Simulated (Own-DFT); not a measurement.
## Calculated data, Si₁₂O₂₃ (quartz with two neutral oxygen vacancies, atoms displaced)

All values are calculated (Own-DFT development build). A calculation, not a measurement: plane-wave PBE and HSE06 DFT by an unreviewed code, no spin, of a simulated cell at Gamma alone, so results move with cell size and shape, stress positive in tension, energies less offsets, not probed for a lower state with spin; oxygen file: force components 24 meV/angstrom off all-electron in a glass; k mesh not checked against a denser one; forces and stress are PBE's, HSE06 gives the energy alone, and its difference from PBE has offsets of its own; offsets are fitted by least squares, one for each functional and potential file, so energies compare only between cells with the same atoms and settings and are not formation energies; the far tail of each file's local potential was reset to the Coulomb form; each entry is a single point on an unrelaxed cell, so the pressure reflects the starting lattice, mostly measured values (interpolated for alloys), from which strain is counted, and rises with the displacements; printed positions are rounded, which can move forces by about a meV/angstrom; the program, named Own-DFT, is a retired in-house code; no spin-orbit coupling.

Common to all runs: first functional PBE; second functional HSE06; exact exchange share 0.25; screening 0.11 1/bohr; exchange divergence Gygi-Baldereschi; potential files PseudoDojo norm-conserving, scalar-relativistic, made for PBE, standard set; wave cutoff 48 hartree; occupations fixed; k mesh 1 x 1 x 1 centred on Gamma.

(1) Si₁₂O₂₃ (quartz with two neutral oxygen vacancies, atoms displaced)

```xyz
70
Lattice="9.8268 0.0000 0.0000 -4.9134 8.5103 0.0000 0.0000 0.0000 10.8104" Properties=species:S:1:pos:R:3 Si12O23
Si     2.4302     0.0089     0.0449
Si    -1.1308     2.0879     3.6068
Si     1.3468     2.2642     1.8475
O      1.4253     1.1433     0.6088
O      2.7216     2.4456     2.5187
O      3.2719     0.6130     4.2671
O     -1.0630     3.1371     4.7312
O      0.2408     1.7277     2.9237
O      0.7800     3.6660     1.2393
Si    -2.6290     8.4955     5.3727
Si     8.6752     1.9842     8.9841
Si     1.2815     2.3052     7.2211
O      1.2770     1.1977     6.0615
O      2.7276     2.5477     7.8037
O      3.2145     0.6321     9.6913
O     -1.0531     3.1336    10.2422
O      0.3261     1.7762     8.3528
O      0.8605     3.6339     6.5697
Si    -0.1645     4.3206    10.7875
Si     6.1797     6.2201     3.6024
Si    -1.1094     6.5322     1.8050
O     -1.1571     5.3820     0.7443
O      0.3662     6.6787     2.4251
O      0.7827     4.8946     4.2802
O     -3.5698     7.4418     4.7475
O     -2.1989     5.9848     2.9174
O     -1.6159     7.8827     1.1410
Si    -0.1690     4.2485     5.4349
Si     6.1832     6.2555     8.9332
Si    -1.1645     6.5175     7.2272
O     -1.0878     5.4788     6.0741
O      0.3495     6.7229     7.8681
O      0.7801     4.9343     9.5832
O     -3.5226     7.4362    10.2300
O     -1.6704     7.9040     6.5226
Si     7.2655     0.0261     0.0350
Si     3.8209     2.0480     3.5200
Si     6.2551     2.2468     1.7958
O      6.3261     1.1209     0.6311
O      7.6039     2.4285     2.4182
O      8.0774     0.6000     4.2458
O      3.7869     3.0827     4.8321
O      5.1236     1.7612     2.9270
O      5.6966     3.6633     1.0952
Si     7.1628     0.0443     5.4224
Si     3.8229     1.9917     9.0660
Si     6.2065     2.2822     7.1825
O      6.2911     1.1115     6.0916
O      7.6650     2.5702     7.7997
O      8.0914     0.6180     9.7462
O      3.7798     3.1175    10.2154
O      5.2215     1.8026     8.3517
O      5.6827     3.6683     6.5530
Si     4.7028     4.2256     0.0196
Si     1.2420     6.2309     3.6373
Si     3.6878     6.5074     1.9175
O      3.9036     5.3233     0.6350
O      5.2260     6.6835     2.4656
O      5.7092     4.8898     4.2734
O      1.4453     7.3753     4.8031
O      2.7649     5.9918     2.9471
O      3.3220     7.9271     1.1598
Si     4.7277     4.2808     5.4640
Si     1.2874     6.1771     8.9510
Si     3.7844     6.4413     7.1619
O      3.7547     5.4773     6.0969
O      5.6475     4.9106     9.6581
O      1.4257     7.3867    10.1000
O      2.7574     5.9518     8.3820
O      3.1824     7.8641     6.5950
```

- PBE energy of cell above offsets: -16.505 eV
- HSE06 less PBE above offsets: 0.132 eV
- PBE pressure: 8.91 GPa
- PBE stress xx: -9.32 GPa
- PBE stress yy: -8.35 GPa
- PBE stress zz: -9.07 GPa
- PBE stress yz: -0.01 GPa
- PBE stress xz: 0.3 GPa
- PBE stress xy: -0.46 GPa

Force:
```tsv
element	x (eV/Å)	y (eV/Å)	z (eV/Å)
Si	-4.822	-0.339	-0.726
Si	-2.35	-4.954	-1.38
Si	-3.137	-0.985	-3.089
O	-0.123	1.542	1.86
O	0.366	1.617	-1.01
O	0.679	1.267	-1.226
O	-0.665	1.616	1.805
O	1.243	-0.005	-0.25
O	-0.372	0.827	-1.178
Si	0.234	3.767	1.649
Si	-0.414	0.232	1.579
Si	1.928	-2.68	-0.397
O	1.183	-2.206	-1.58
O	3.27	-0.643	2.683
O	2.824	1.439	-2.828
O	-0.986	-1.847	-2.15
O	-2.257	-0.551	1.964
O	-2.564	3.86	-2.155
Si	1.401	-0.266	1.98
Si	2.158	2.245	0.843
Si	-1.541	-0.23	1.801
O	1.065	-1.8	-2.578
O	-1.057	1.063	-1.082
O	-0.777	-1.911	0.873
O	-1.731	-2.943	-1.672
O	1.017	0.432	0.292
O	2.124	-0.213	2.279
Si	1.182	1.558	1.517
Si	-0.034	1.928	-0.535
Si	-1.588	2.146	3.366
O	0.75	-3.661	-2.781
O	-3.282	1.383	-3.177
O	-3.081	-5.944	3.919
O	-0.132	-1.925	-1.826
O	0.535	-0.184	0.861
Si	-2.512	-4.684	1.184
Si	-5.693	-1.205	7.614
Si	-5.04	0.565	-2.791
O	-1.959	1.654	1.377
O	4.683	1.177	2.826
O	1.586	2.808	-1.525
O	0.788	0.867	-0.653
O	7.4	-0.817	-3.669
O	2.082	-2.786	2.542
Si	3.653	-2.007	0.511
Si	-3.409	0.781	-1.978
Si	0.031	0.076	0.315
O	-2.216	2.447	0.956
O	1.206	-0.383	1.06
O	4.277	4.108	-5.508
O	-0.891	-1.614	-0.831
O	0.443	-0.409	0.357
O	0.808	-0.202	0.996
Si	3.198	-0.043	-2.575
Si	3.38	1.904	0.928
Si	5.4	1.308	-7.119
O	-4.112	5.604	4.175
O	-2.222	0.83	-1.499
O	-1.304	-2.065	1.752
O	-2.353	-2.69	-1.947
O	-4.918	-1.974	4.845
O	0.193	-1.286	1.357
Si	-1.441	0.222	-2.05
Si	4.705	5.821	1.024
Si	0.508	7.582	9.443
O	1.083	-8.213	-8.349
O	0.257	-0.824	-0.283
O	-0.165	-0.248	0.6
O	1.216	-0.378	-0.858
O	0.292	0.438	0.128
```

(2) Si₁₂O₂₃ (quartz with two neutral oxygen vacancies, atoms displaced)

```xyz
70
Lattice="9.8268 0.0000 0.0000 -4.9134 8.5103 0.0000 0.0000 0.0000 10.8104" Properties=species:S:1:pos:R:3 Si12O23
Si    -2.6088     8.4688    10.7919
Si     8.6878     1.9684     3.5971
Si     1.3709     2.2620     1.7756
O      1.3442     1.1381     0.6126
O      2.6990     2.5431     2.4529
O      3.2593     0.6094     4.2923
O     -1.0171     3.1311     4.7654
O      0.3148     1.8060     2.9560
O      0.7828     3.6129     1.0859
Si    -2.6166     8.4394     5.4193
Si    -1.1387     2.0232     9.0778
Si     1.2047     2.2618     7.1551
O      1.4318     1.1114     6.0223
O      2.8073     2.4403     7.8808
O      3.2091     0.7109     9.6177
O      0.2665     1.7754     8.3368
O      0.7569     3.5758     6.5638
Si    -0.1419     4.2833     0.0207
Si    -3.5624     6.3180     3.5927
Si    -1.1727     6.6385     1.7673
O      0.2557     6.7707     2.5350
O      0.9095     4.8876     4.1791
O     -3.5036     7.3863     4.6994
O     -2.1000     6.0465     2.9375
O     -1.6929     7.9167     1.1035
Si    -0.1346     4.1849     5.4004
Si    -3.4947     6.2571     9.0060
Si    -1.1251     6.4814     7.2049
O     -1.0795     5.4161     6.0518
O      0.2576     6.8572     7.8715
O      0.9016     4.7984     9.5973
O     -3.6197     7.3421    10.1523
O     -2.1518     6.0207     8.3956
O     -1.7233     7.9326     6.4665
Si     2.2729     8.4772     0.0512
Si     3.7793     2.0034     3.5816
Si     6.2050     2.2490     1.7919
O      6.2433     1.1675     0.6355
O      7.6850     2.4852     2.5537
O      8.1724     0.6857     4.1966
O      3.8335     3.2070     4.7218
O      5.1949     1.7052     3.0289
O      5.7301     3.6679     1.1921
Si     7.1912     0.0325     5.4022
Si     3.7989     1.9767     9.0038
Si     6.2173     2.2902     7.0400
O      6.3120     1.1735     6.0558
O      7.6934     2.5055     7.7604
O      8.1794     0.6911     9.6486
O      3.8651     3.1436    10.2037
O      5.2403     1.7039     8.3262
O      5.7157     3.6881     6.5746
Si     4.7542     4.2157     0.0203
Si     1.2830     6.2167     3.5576
Si     3.7333     6.5588     1.7411
O      3.8186     5.4072     0.5918
O      5.1706     6.7165     2.4532
O      5.7342     4.7564     4.2994
O      1.2905     7.3084     4.7553
O      2.7542     6.0575     2.9660
O      3.2766     7.9277     1.2395
Si     4.6634     4.1842     5.3980
Si     1.3142     6.1850     8.9778
Si     3.7779     6.6220     7.2193
O      3.8720     5.4673     6.0667
O      5.2529     6.7677     7.7504
O      5.7093     4.8479     9.6707
O      1.3462     7.4070    10.1303
O      2.7517     6.1606     8.3236
O      3.1602     7.8902     6.5134
```

* PBE energy of cell above offsets: -16.156 eV
* HSE06 less PBE above offsets: 0.230 eV
* PBE pressure: 8.67 GPa
* PBE stress xx: -8.48 GPa
* PBE stress yy: -10.23 GPa
* PBE stress zz: -7.28 GPa
* PBE stress yz: 1.13 GPa
* PBE stress xz: -2.91 GPa
* PBE stress xy: 0.53 GPa

Force:
```tsv
element	x (eV/Å)	y (eV/Å)	z (eV/Å)
Si	-2.288	2.932	-3.094
Si	2.982	3.114	0.358
Si	-4.649	-0.6	-0.962
O	0.609	-0.851	-0.122
O	4.5	0.309	1.882
O	0.506	1.308	-1.451
O	-2.15	-2.588	-1.538
O	0.995	-0.235	-0.637
O	1.55	-0.806	1.746
Si	-1.561	4.256	-3.835
Si	-0.477	4.895	-1.685
Si	5.267	-4.271	2.582
O	-1.836	1.549	0.693
O	-3.592	1.123	-2.711
O	-1.852	-4.803	3.025
O	0.418	-0.733	0.332
O	-0.415	3.755	-1.079
Si	-2.807	0.795	-2.162
Si	-2.279	-5.498	-0.812
Si	3.038	-5.404	0.541
O	-1.693	1.534	-2.779
O	-3.039	-5.437	3.78
O	-1.512	0.157	0.794
O	-1.06	-0.105	0.317
O	0.561	1.876	0.463
Si	1.847	5.123	-0.92
Si	-7.685	-1.571	0.156
Si	-1.492	2.836	-0.716
O	0.931	-2.106	-1.444
O	1.353	-0.696	0.946
O	-0.691	-0.671	0.625
O	1.138	1.772	1.447
O	4.797	-0.562	-2.173
O	5.118	-5.224	6.682
Si	1.422	1.531	-1.592
Si	-3.154	-0.322	2.053
Si	0.951	1.077	2.845
O	0.329	-1.222	-0.581
O	-3.758	1.091	-3.716
O	-2.391	-4.879	3.335
O	-5.139	-6.57	-3.883
O	2.78	0.184	-2.308
O	0.117	-0.389	0.571
Si	-0.77	-2.038	-3.51
Si	1.974	3.079	-0.932
Si	0.443	1.964	7.817
O	-0.562	-3.24	-4.087
O	0.519	-0.166	0.945
O	-2.166	-3.907	3.136
O	-1.863	-3.169	-1.622
O	0.783	0.543	-0.77
O	-1.311	0.967	-0.92
Si	1.924	2.949	0.057
Si	2.199	2.752	0.961
Si	1.055	-4.332	2.576
O	-0.463	0.646	0.46
O	1.196	0.3	0.131
O	1.199	3.065	-1.814
O	1.471	2.794	1.445
O	1.02	0.033	-1.381
O	-1.968	3.616	-2.471
Si	5.668	8.086	3.911
Si	-0.556	2.922	-0.045
Si	0.723	-2.11	-1.769
O	-0.415	-0.957	-0.469
O	2.598	0.165	2.282
O	0.935	1.192	-0.747
O	-0.098	-1.032	0.099
O	-0.15	-0.865	1.071
O	0.927	1.068	0.68
```

(3) Si₁₂O₂₃ (quartz with two neutral oxygen vacancies, atoms displaced)

```xyz
70
Lattice="9.8268 0.0000 0.0000 -4.9134 8.5103 0.0000 0.0000 0.0000 10.8104" Properties=species:S:1:pos:R:3 Si12O23
Si    -2.6218     8.4663    10.7800
Si    -1.1416     2.0256     3.6198
Si     1.2995     2.3410     1.8287
O      1.3783     1.2165     0.6016
O      2.7190     2.5391     2.4973
O     -1.0418     3.0284     4.8389
O      0.3226     1.7748     2.9365
O      0.8572     3.5978     1.1420
Si    -2.6287     8.4543     5.4082
Si    -1.0904     2.0427     9.0522
Si     1.2483     2.2523     7.1885
O      1.4635     1.2477     6.0091
O      2.7171     2.4364     7.8197
O      3.1992     0.5747     9.6587
O     -1.1515     3.2380    10.1297
O      0.2965     1.6288     8.3334
O      0.8547     3.6442     6.5065
Si    -0.0692     4.2794     0.0069
Si     6.1959     6.1499     3.6180
Si    -1.1017     6.5334     1.8085
O     -1.1797     5.4398     0.5936
O      0.3160     6.7235     2.3961
O      0.8613     4.8833     4.1796
O     -2.1599     5.9478     2.9024
O     -1.6955     7.8437     1.0504
Si    -0.2222     4.3353     5.3519
Si     6.2134     6.2330     8.9795
Si    -1.1063     6.5306     7.2523
O     -1.0521     5.4281     5.9755
O      0.3234     6.7825     7.9665
O      0.6952     4.9124     9.6632
O     -3.5607     7.3668    10.2956
O     -2.1118     5.9974     8.3979
O     -1.6427     7.9151     6.5262
Si     2.2444     8.4559     0.0537
Si     3.7821     1.9586     3.6189
Si     6.2088     2.2185     1.8122
O      6.2305     1.1194     0.6770
O      7.6743     2.4300     2.4410
O      8.1444     0.6890     4.2438
O      3.8052     3.1265     4.7803
O      5.1879     1.7864     2.8900
O      5.7114     3.5626     1.0738
Si     2.2763     8.4861     5.3781
Si     3.8313     2.1022     9.0125
Si     6.2374     2.3278     7.1770
O      6.2971     1.1791     6.0765
O      7.6171     2.6123     7.7675
O      8.1633     0.6714     9.6853
O      3.7787     3.1000    10.1592
O      5.1641     1.7637     8.3681
O      5.7137     3.5926     6.5370
Si     4.8503     4.2690    10.7764
Si     1.2992     6.2441     3.5409
Si     3.7195     6.5031     1.7170
O      3.7455     5.3282     0.6721
O      5.1996     6.7840     2.3989
O      5.6849     4.8831     4.2332
O      1.3523     7.4664     4.8177
O      2.6987     6.0010     2.9644
O      3.2991     7.8567     1.0822
Si     4.6965     4.2653     5.4662
Si     1.3237     6.2600     9.0136
Si     3.8019     6.5349     7.3055
O      3.7713     5.3906     6.0799
O      5.2048     6.7926     7.7965
O      5.6615     4.9524     9.6766
O      1.3075     7.3031    10.1664
O      2.8350     6.0662     8.4418
O      3.1147     7.7861     6.5333
```

* PBE energy of cell above offsets: -16.613 eV
* HSE06 less PBE above offsets: 0.265 eV
* PBE pressure: 8.29 GPa
* PBE stress xx: -8.7 GPa
* PBE stress yy: -8.74 GPa
* PBE stress zz: -7.42 GPa
* PBE stress yz: 0.93 GPa
* PBE stress xz: -0.66 GPa
* PBE stress xy: -0.51 GPa

Force:
```tsv
element	x (eV/Å)	y (eV/Å)	z (eV/Å)
Si	-0.212	5.004	1.284
Si	1.191	-0.753	-1.273
Si	2.108	-5.986	-0.126
O	0.333	-0.495	0.401
O	1.662	0.288	0.539
O	-0.177	2.141	0.55
O	-1.719	-0.123	1.407
O	-2.149	5.448	-2.467
Si	-0.711	1.333	-3.911
Si	-2.513	-0.057	-1.806
Si	1.481	1.079	0.681
O	-0.354	-2.809	-1.964
O	1.332	0.653	1.336
O	2.043	2.446	-2.409
O	0.88	-0.235	0.3
O	-0.781	0.505	0.394
O	-1.93	1.882	-0.772
Si	-4.45	-0.191	2.592
Si	1.981	6.696	-2.549
Si	-4.097	-0.328	-2.451
O	2.229	-1.707	-0.08
O	1.381	1.186	0.164
O	-2.307	-1.859	1.814
O	-0.152	-0.014	0.854
O	2.266	-0.857	3.25
Si	5.332	-4.664	-0.89
Si	1.315	3.977	1.321
Si	-0.181	0.688	-1.465
O	-2.409	3.837	2.891
O	-2.18	0.701	-3.267
O	2.857	0.995	-2.852
O	-3.093	-4.728	-4.142
O	-0.848	-0.104	-0.128
O	1.48	-1.665	2.206
Si	0.388	1.774	-2.701
Si	-3.128	-1.405	1.798
Si	1.427	1.321	-0.857
O	0.366	-1.947	-1.246
O	-0.225	0.878	-0.493
O	-0.682	-2.293	1.006
O	0.165	0.147	-0.09
O	-0.38	-0.748	1.582
O	0.849	0.468	0.685
Si	2.578	5.233	1.98
Si	-6.013	-5.03	-1.443
Si	-1.556	-4.747	1.67
O	0.219	-1.307	-1.103
O	5.08	-0.216	3.709
O	-1.329	-0.946	0.971
O	1.424	4.102	3.084
O	4.343	0.062	-2.179
O	-1.994	4.638	-1.751
Si	-5.173	-1.688	2.375
Si	-0.669	2.602	3.368
Si	1.557	-1.36	3.808
O	1.131	-1.768	-1.758
O	0.116	-0.847	0.879
O	-2.145	-4.534	2.928
O	-4.109	-5.89	-4.837
O	3.663	0.478	-2.295
O	-0.837	1.582	-0.181
Si	0.788	-0.816	-1.425
Si	1.589	-2.246	0.651
Si	-4.279	-0.262	-4.872
O	0.108	0.86	1.18
O	5.031	0.376	2.201
O	1.028	-0.489	-2.021
O	0.989	2.674	2.747
O	-1.503	-0.957	1.834
O	1.573	0.016	1.36
```
